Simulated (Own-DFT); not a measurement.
Simulation results for Si$_{4}$SnGe$_{11}$ (diamond-structure random alloy, atoms displaced)

Computed with Own-DFT development build. A calculation, not a measurement: plane-wave density functional theory by an unreviewed code, no spin, of a simulated periodic cell, stress positive in tension, run twice, with PBE and with PBEsol, both on files made for PBE, so the change isn't that of files made for PBEsol, forces on such cells moved up to 12 meV/angstrom on a denser k mesh; the far tail of each file's local potential was reset to the Coulomb form; each entry is a single point on an unrelaxed cell, so the pressure reflects the starting lattice, mostly measured values (interpolated for alloys), from which strain is counted, and rises with the displacements; printed positions are rounded, which can move forces by about a meV/angstrom; the program, named Own-DFT, is a retired in-house code; no spin-orbit coupling; stress was not checked against mesh or cutoff.

Common to all runs: functional PBE, then PBEsol; potential files PseudoDojo norm-conserving, scalar-relativistic, standard set; wave cutoff 49 hartree; occupations Fermi-Dirac; smearing width 0.1 eV; k mesh 3 x 3 x 3 centred on Gamma.

(1) Si$_{4}$SnGe$_{11}$ (diamond-structure random alloy, atoms displaced)

```
cell vectors (Å)
  11.3064     0.0000     0.0000
   0.0000    11.3064     0.0000
   0.0000     0.0000    11.3064
atoms (fractions of the cell vectors)
Ge  0.99034  0.00556  0.00073
Ge  0.00162  0.25101  0.25343
Sn  0.23722  0.00550  0.24171
Ge  0.26362  0.24284  0.00080
Si  0.12545  0.12882  0.12980
Si  0.13035  0.36618  0.37191
Sn  0.37543  0.12498  0.38417
Ge  0.37801  0.38145  0.12076
Ge  0.00392  0.99774  0.50175
Ge  0.99383  0.24309  0.75371
Si  0.26143  0.00760  0.75572
Ge  0.25737  0.24556  0.49879
Si  0.13155  0.12681  0.62191
Sn  0.14127  0.37691  0.87775
Ge  0.37056  0.11808  0.87100
Si  0.36917  0.36080  0.61591
Si  0.99027  0.50338  0.99783
Si  0.00633  0.74812  0.24543
Si  0.23075  0.51442  0.25126
Si  0.25811  0.75756  0.00327
Ge  0.11933  0.61480  0.11800
Ge  0.12983  0.86539  0.37052
Si  0.36420  0.61246  0.37349
Ge  0.38189  0.87061  0.12864
Ge  0.99919  0.50513  0.49649
Si  0.99224  0.74156  0.73641
Ge  0.26776  0.49509  0.74216
Ge  0.26717  0.75876  0.49936
Si  0.12600  0.63468  0.62449
Ge  0.12528  0.87151  0.87312
Ge  0.36360  0.62127  0.87299
Ge  0.37406  0.86579  0.62838
Ge  0.50053  0.99199  0.01167
Si  0.49761  0.24721  0.25245
Ge  0.74568  0.00379  0.25871
Si  0.73815  0.25279  0.00270
Ge  0.62415  0.11569  0.11985
Ge  0.61976  0.37977  0.38833
Ge  0.88902  0.12011  0.37622
Ge  0.88815  0.37543  0.12039
Ge  0.49878  0.00515  0.49801
Ge  0.50103  0.25053  0.74422
Si  0.75180  0.00481  0.75387
Ge  0.75985  0.24231  0.50063
Ge  0.62400  0.11722  0.62656
Ge  0.63633  0.37881  0.87037
Ge  0.87978  0.12301  0.87064
Ge  0.87531  0.36438  0.62779
Si  0.49157  0.50693  0.99746
Ge  0.49638  0.74805  0.24775
Ge  0.74667  0.52027  0.24644
Ge  0.73198  0.76665  0.99960
Ge  0.62432  0.63291  0.11845
Ge  0.62399  0.86841  0.37209
Ge  0.87552  0.63950  0.38638
Ge  0.88411  0.87376  0.13704
Ge  0.49191  0.48978  0.49579
Ge  0.49324  0.74704  0.74937
Ge  0.74423  0.50107  0.75751
Ge  0.74623  0.75129  0.50268
Ge  0.63082  0.61757  0.61938
Ge  0.61899  0.87497  0.86841
Ge  0.87244  0.62580  0.87381
Sn  0.88257  0.86868  0.63406
```

* PBE pressure: 4.87 GPa
* PBE stress xx: -4.59 GPa
* PBE stress yy: -5.03 GPa
* PBE stress zz: -4.99 GPa
* PBE stress yz: 1.35 GPa
* PBE stress xz: -1.62 GPa
* PBE stress xy: 0.47 GPa
* PBEsol pressure: 2.19 GPa
* PBEsol stress xx: -1.93 GPa
* PBEsol stress yy: -2.34 GPa
* PBEsol stress zz: -2.3 GPa
* PBEsol stress yz: 1.3 GPa
* PBEsol stress xz: -1.55 GPa
* PBEsol stress xy: 0.47 GPa
* rms change of force components from PBE to PBEsol: 0.056 eV/Å

Force:
| force element | PBE force x (eV/Å) | PBE force y (eV/Å) | PBE force z (eV/Å) | PBEsol force x (eV/Å) | PBEsol force y (eV/Å) | PBEsol force z (eV/Å) |
| --- | --- | --- | --- | --- | --- | --- |
| Ge | 1.621 | -0.649 | 0.686 | 1.541 | -0.644 | 0.636 |
| Ge | 0.64 | -0.026 | -0.464 | 0.561 | -0.037 | -0.448 |
| Sn | 1.573 | -2.152 | 0.77 | 1.591 | -2.171 | 0.828 |
| Ge | -0.499 | -0.424 | 1.472 | -0.458 | -0.371 | 1.385 |
| Si | -2.22 | 2.171 | -3.145 | -2.188 | 2.136 | -3.093 |
| Si | -0.167 | 1.499 | 0.366 | -0.19 | 1.415 | 0.387 |
| Sn | 0.659 | -0.093 | -2.707 | 0.606 | -0.124 | -2.575 |
| Ge | -0.181 | -0.057 | 1.38 | -0.209 | -0.104 | 1.305 |
| Ge | 1.776 | 0.127 | -0.413 | 1.686 | 0.107 | -0.445 |
| Ge | 1.907 | 0.444 | -1.15 | 1.797 | 0.445 | -1.096 |
| Si | -2.487 | -2.009 | -2.116 | -2.401 | -1.996 | -2.04 |
| Ge | -3.552 | 1.817 | 1.359 | -3.424 | 1.721 | 1.277 |
| Si | -0.26 | -0.485 | 0.906 | -0.284 | -0.446 | 0.851 |
| Sn | -1.892 | -0.01 | -0.08 | -1.79 | -0.047 | -0.102 |
| Ge | 2.503 | 0.878 | 1.352 | 2.469 | 0.914 | 1.378 |
| Si | 1.448 | 1.318 | 1.003 | 1.428 | 1.285 | 0.983 |
| Si | 0.785 | -0.045 | -0.594 | 0.763 | -0.041 | -0.573 |
| Si | -0.057 | -0.819 | 0.802 | -0.052 | -0.8 | 0.791 |
| Si | 1.262 | -2.412 | 0.438 | 1.192 | -2.348 | 0.341 |
| Si | -1.216 | -1.04 | -0.469 | -1.189 | -1.007 | -0.463 |
| Ge | -0.16 | 1.982 | -0.514 | -0.156 | 1.932 | -0.499 |
| Ge | -0.965 | -0.325 | 0.918 | -0.896 | -0.275 | 0.92 |
| Si | 0.754 | 1.048 | -0.112 | 0.797 | 1.068 | -0.056 |
| Ge | -0.948 | -0.055 | -0.249 | -0.857 | -0.024 | -0.216 |
| Ge | 0.874 | -0.966 | 0.657 | 0.787 | -0.916 | 0.631 |
| Si | 3.449 | -2.655 | 3.719 | 3.324 | -2.571 | 3.697 |
| Ge | -1.222 | 0.771 | -1.792 | -1.19 | 0.769 | -1.655 |
| Ge | -2.086 | -2.098 | -0.973 | -2.026 | -1.966 | -0.923 |
| Si | 0.884 | -0.989 | -0.59 | 0.924 | -1.01 | -0.629 |
| Ge | -0.122 | 0.384 | -0.156 | -0.138 | 0.4 | -0.126 |
| Ge | 1.082 | 1.001 | 0.903 | 1.057 | 0.955 | 0.797 |
| Ge | 0.89 | 2.822 | 0.743 | 0.89 | 2.687 | 0.686 |
| Ge | -0.301 | 0.233 | -2.232 | -0.285 | 0.218 | -2.151 |
| Si | 1.353 | 1.459 | -1.005 | 1.323 | 1.435 | -0.984 |
| Ge | 1.007 | -0.448 | -0.468 | 0.978 | -0.449 | -0.459 |
| Si | 1.787 | -0.377 | -0.212 | 1.751 | -0.365 | -0.214 |
| Ge | 0.108 | 1.643 | 1.19 | 0.086 | 1.507 | 1.163 |
| Ge | 1.763 | -1.551 | -2.537 | 1.702 | -1.477 | -2.419 |
| Ge | -1.197 | 0.219 | -0.159 | -1.167 | 0.21 | -0.149 |
| Ge | -2.267 | 0.018 | 0.551 | -2.193 | -0.005 | 0.59 |
| Ge | 1.811 | -3.241 | 1.928 | 1.761 | -3.136 | 1.882 |
| Ge | -0.077 | -0.006 | 0.467 | -0.045 | -0.047 | 0.466 |
| Si | -0.818 | -0.252 | 0.371 | -0.803 | -0.237 | 0.36 |
| Ge | -1.032 | 0.159 | -0.138 | -0.994 | 0.168 | -0.11 |
| Ge | 0.822 | 0.449 | -0.082 | 0.755 | 0.467 | -0.12 |
| Ge | -2.767 | -0.847 | 1.629 | -2.672 | -0.793 | 1.504 |
| Ge | -2.289 | 0.337 | 1.152 | -2.143 | 0.333 | 1.122 |
| Ge | -0.06 | 1.532 | 0.049 | -0.064 | 1.457 | 0.052 |
| Si | 1.27 | -0.303 | -0.363 | 1.234 | -0.29 | -0.357 |
| Ge | -0.035 | -1.347 | 1.126 | 0.002 | -1.253 | 1.05 |
| Ge | 0.863 | -1.58 | 0.927 | 0.826 | -1.499 | 0.899 |
| Ge | 2.535 | -0.754 | 0.363 | 2.424 | -0.744 | 0.354 |
| Ge | -1.139 | -0.609 | -0.353 | -1.067 | -0.543 | -0.307 |
| Ge | -0.58 | 0.646 | 0.503 | -0.556 | 0.634 | 0.483 |
| Ge | 0.436 | -0.603 | -1.985 | 0.385 | -0.612 | -1.888 |
| Ge | -1.448 | 0.564 | -0.717 | -1.445 | 0.605 | -0.738 |
| Ge | -1.07 | 1.11 | 1.246 | -0.955 | 1.055 | 1.197 |
| Ge | 0.954 | -1.07 | 0.083 | 0.91 | -1.017 | 0.079 |
| Ge | 1.869 | 0.298 | -1.799 | 1.801 | 0.284 | -1.735 |
| Ge | -0.626 | 0.107 | -0.198 | -0.595 | 0.079 | -0.207 |
| Ge | -1.556 | 0.135 | 0.386 | -1.495 | 0.136 | 0.384 |
| Ge | -0.261 | 1.284 | -0.583 | -0.277 | 1.197 | -0.505 |
| Ge | -0.387 | 0.962 | 0.426 | -0.445 | 0.913 | 0.389 |
| Sn | -2.743 | 2.882 | -1.517 | -2.705 | 2.837 | -1.585 |

(2) Si$_{4}$SnGe$_{11}$ (diamond-structure random alloy, atoms displaced)

```
cell vectors (Å)
  11.3064     0.0000     0.0000
   0.0000    11.3064     0.0000
   0.0000     0.0000    11.3064
atoms (fractions of the cell vectors)
Ge  0.99731  0.99917  0.00775
Ge  0.00004  0.24926  0.25973
Ge  0.24356  0.00780  0.24629
Ge  0.25502  0.24625  0.99379
Ge  0.11299  0.12090  0.12289
Ge  0.12167  0.37282  0.36345
Sn  0.37094  0.13055  0.37612
Ge  0.38032  0.36685  0.12377
Ge  0.00571  0.00491  0.49697
Si  0.99670  0.24315  0.75015
Ge  0.24478  0.99462  0.74799
Ge  0.25770  0.25221  0.50469
Si  0.11985  0.12478  0.62757
Ge  0.11141  0.38333  0.87204
Ge  0.36582  0.12610  0.87037
Ge  0.36861  0.38636  0.63766
Si  0.01613  0.50009  0.99817
Ge  0.99516  0.75146  0.24883
Ge  0.24724  0.49735  0.24956
Si  0.24675  0.74856  0.99262
Ge  0.13366  0.62955  0.12469
Ge  0.12711  0.86976  0.37837
Si  0.36774  0.61209  0.38487
Ge  0.37456  0.86934  0.11331
Ge  0.00821  0.50000  0.50629
Ge  0.99764  0.75218  0.75183
Sn  0.25577  0.49601  0.74685
Ge  0.24776  0.74307  0.49741
Ge  0.11588  0.62363  0.62936
Ge  0.11619  0.88128  0.86573
Sn  0.36354  0.62154  0.88177
Ge  0.37825  0.88015  0.62215
Ge  0.50578  0.00089  0.00415
Si  0.49116  0.24690  0.24985
Ge  0.76410  0.99264  0.25585
Ge  0.74868  0.24913  0.99944
Si  0.62648  0.14055  0.12814
Si  0.61747  0.36776  0.36454
Ge  0.87257  0.12621  0.36493
Si  0.87620  0.38802  0.12465
Ge  0.49736  0.99315  0.50669
Ge  0.49107  0.24105  0.75217
Si  0.75345  0.99740  0.75330
Ge  0.73774  0.26048  0.51145
Ge  0.62405  0.12205  0.63032
Si  0.62977  0.36890  0.86537
Ge  0.86065  0.12229  0.87404
Si  0.87970  0.37687  0.61769
Ge  0.49436  0.50432  0.00011
Ge  0.50838  0.75837  0.26449
Ge  0.74157  0.50949  0.25398
Ge  0.77313  0.76150  0.00647
Ge  0.62361  0.62375  0.12841
Ge  0.63043  0.86906  0.38403
Si  0.88042  0.62099  0.36629
Ge  0.88172  0.86747  0.12657
Si  0.50107  0.49746  0.48860
Si  0.50662  0.75972  0.74765
Ge  0.75439  0.49243  0.74434
Ge  0.74945  0.74744  0.48915
Ge  0.62464  0.62586  0.62646
Sn  0.63660  0.88030  0.87691
Si  0.87561  0.62274  0.86497
Ge  0.88809  0.87649  0.62580
```

- PBE pressure: 5.16 GPa
- PBE stress xx: -5.02 GPa
- PBE stress yy: -5.21 GPa
- PBE stress zz: -5.25 GPa
- PBE stress yz: -1.32 GPa
- PBE stress xz: 0.19 GPa
- PBE stress xy: -0.38 GPa
- PBEsol pressure: 2.48 GPa
- PBEsol stress xx: -2.35 GPa
- PBEsol stress yy: -2.52 GPa
- PBEsol stress zz: -2.56 GPa
- PBEsol stress yz: -1.27 GPa
- PBEsol stress xz: 0.2 GPa
- PBEsol stress xy: -0.35 GPa
- rms change of force components from PBE to PBEsol: 0.059 eV/Å

Force:
| force element | PBE force x (eV/Å) | PBE force y (eV/Å) | PBE force z (eV/Å) | PBEsol force x (eV/Å) | PBEsol force y (eV/Å) | PBEsol force z (eV/Å) |
| --- | --- | --- | --- | --- | --- | --- |
| Ge | -0.788 | -0.15 | -1.678 | -0.764 | -0.149 | -1.615 |
| Ge | -1.034 | 0.329 | -2.465 | -0.975 | 0.288 | -2.352 |
| Ge | -0.322 | -2.097 | -0.896 | -0.329 | -2.027 | -0.865 |
| Ge | -1.911 | 0.817 | 0.745 | -1.829 | 0.785 | 0.717 |
| Ge | 1.277 | 1.577 | 0.362 | 1.241 | 1.504 | 0.368 |
| Ge | 1.021 | 0.403 | 2.227 | 0.993 | 0.389 | 2.149 |
| Sn | 0.784 | -1.866 | 0.152 | 0.699 | -1.851 | 0.2 |
| Ge | -0.614 | 0.696 | -0.072 | -0.637 | 0.714 | -0.118 |
| Ge | -0.317 | 0.126 | -0.016 | -0.334 | 0.07 | -0.044 |
| Si | -0.549 | 0.572 | -0.13 | -0.551 | 0.572 | -0.042 |
| Ge | 0.189 | 1.008 | -0.71 | 0.209 | 0.954 | -0.654 |
| Ge | -2.522 | 1.686 | 1.794 | -2.416 | 1.659 | 1.715 |
| Si | 0.732 | 0.434 | -0.181 | 0.763 | 0.373 | -0.225 |
| Ge | 0.725 | -2.714 | -0.234 | 0.782 | -2.641 | -0.259 |
| Ge | 0.75 | -1.7 | 0.499 | 0.727 | -1.629 | 0.476 |
| Ge | 5.183 | -4.501 | -5.296 | 5.004 | -4.421 | -5.135 |
| Si | -2.521 | 1.421 | 0.997 | -2.391 | 1.406 | 0.971 |
| Ge | 1.378 | -1.042 | 0.765 | 1.363 | -0.966 | 0.698 |
| Ge | 0.978 | 0.066 | -0.373 | 0.9 | 0.031 | -0.389 |
| Si | -1.817 | 2.443 | 1.398 | -1.789 | 2.396 | 1.385 |
| Ge | -0.631 | 0.076 | -0.239 | -0.615 | 0.06 | -0.173 |
| Ge | -0.08 | 0.656 | -0.76 | -0.089 | 0.645 | -0.734 |
| Si | 0.738 | 0.869 | -0.967 | 0.654 | 0.897 | -0.984 |
| Ge | -0.122 | 0.385 | 1.316 | -0.075 | 0.423 | 1.293 |
| Ge | -1.182 | -0.417 | -1.865 | -1.084 | -0.384 | -1.805 |
| Ge | -0.304 | -0.855 | 0.057 | -0.258 | -0.78 | 0.01 |
| Sn | -5.594 | 1.517 | 1.193 | -5.457 | 1.472 | 1.172 |
| Ge | 0.34 | -0.09 | 0.839 | 0.281 | -0.046 | 0.837 |
| Ge | 0.714 | 1.402 | -0.344 | 0.692 | 1.351 | -0.348 |
| Ge | 0.535 | -0.703 | 1.767 | 0.498 | -0.667 | 1.675 |
| Sn | 3.043 | 2.806 | -0.339 | 2.986 | 2.631 | -0.343 |
| Ge | -1.094 | -1.853 | 0.966 | -1.078 | -1.75 | 0.905 |
| Ge | -0.964 | 1.736 | 0.623 | -0.964 | 1.643 | 0.577 |
| Si | 2.379 | 1.035 | -1.17 | 2.235 | 1.015 | -1.152 |
| Ge | -2.088 | 0.169 | -1.184 | -1.976 | 0.151 | -1.117 |
| Ge | 0.157 | 1.513 | 0.414 | 0.191 | 1.423 | 0.355 |
| Si | -0.27 | -1.668 | 0.59 | -0.221 | -1.664 | 0.52 |
| Si | 0.06 | 0.61 | 0.689 | 0.138 | 0.601 | 0.674 |
| Ge | -0.119 | 0.536 | 2.525 | -0.084 | 0.49 | 2.423 |
| Si | 0.223 | -0.581 | -0.039 | 0.179 | -0.596 | -0.004 |
| Ge | 1.705 | 0.932 | -0.963 | 1.648 | 0.894 | -0.914 |
| Ge | 0.889 | 1.335 | -0.36 | 0.826 | 1.261 | -0.364 |
| Si | 1.296 | 1.138 | -2.637 | 1.279 | 1.121 | -2.579 |
| Ge | 0.561 | -0.459 | -1.444 | 0.526 | -0.501 | -1.391 |
| Ge | 0.062 | -0.462 | 0.2 | 0.015 | -0.41 | 0.167 |
| Si | -0.958 | 0.254 | 0.835 | -0.938 | 0.239 | 0.812 |
| Ge | 1.601 | 0.087 | 0.134 | 1.547 | 0.102 | 0.202 |
| Si | 0.178 | -0.744 | 0.811 | 0.144 | -0.693 | 0.764 |
| Ge | 2.502 | -2.059 | 0.766 | 2.391 | -1.977 | 0.776 |
| Ge | -2.053 | -1.731 | -1.443 | -1.939 | -1.659 | -1.416 |
| Ge | 0.935 | -1.576 | 0.019 | 0.866 | -1.492 | -0.027 |
| Ge | -1.94 | -3.702 | -1.54 | -1.888 | -3.536 | -1.459 |
| Ge | -0.078 | 1.526 | -0.657 | -0.074 | 1.47 | -0.602 |
| Ge | -0.264 | 2.218 | -0.361 | -0.258 | 2.115 | -0.351 |
| Si | -0.306 | -0.005 | 1.211 | -0.305 | 0.005 | 1.178 |
| Ge | 0.781 | 2.122 | 1.136 | 0.757 | 2.05 | 1.098 |
| Si | 0.041 | -0.345 | 1.249 | 0.067 | -0.344 | 1.31 |
| Si | -0.967 | -1.157 | -0.439 | -0.941 | -1.132 | -0.441 |
| Ge | -0.124 | 0.349 | 0.13 | -0.149 | 0.376 | 0.091 |
| Ge | 1.996 | -1.209 | 1.742 | 1.885 | -1.133 | 1.702 |
| Ge | -0.278 | -0.216 | -0.775 | -0.213 | -0.212 | -0.767 |
| Sn | -0.8 | -1.198 | 0.627 | -0.791 | -1.163 | 0.705 |
| Si | 0.537 | -0.213 | 1.59 | 0.504 | -0.18 | 1.523 |
| Ge | -1.674 | 0.463 | -0.792 | -1.58 | 0.426 | -0.782 |
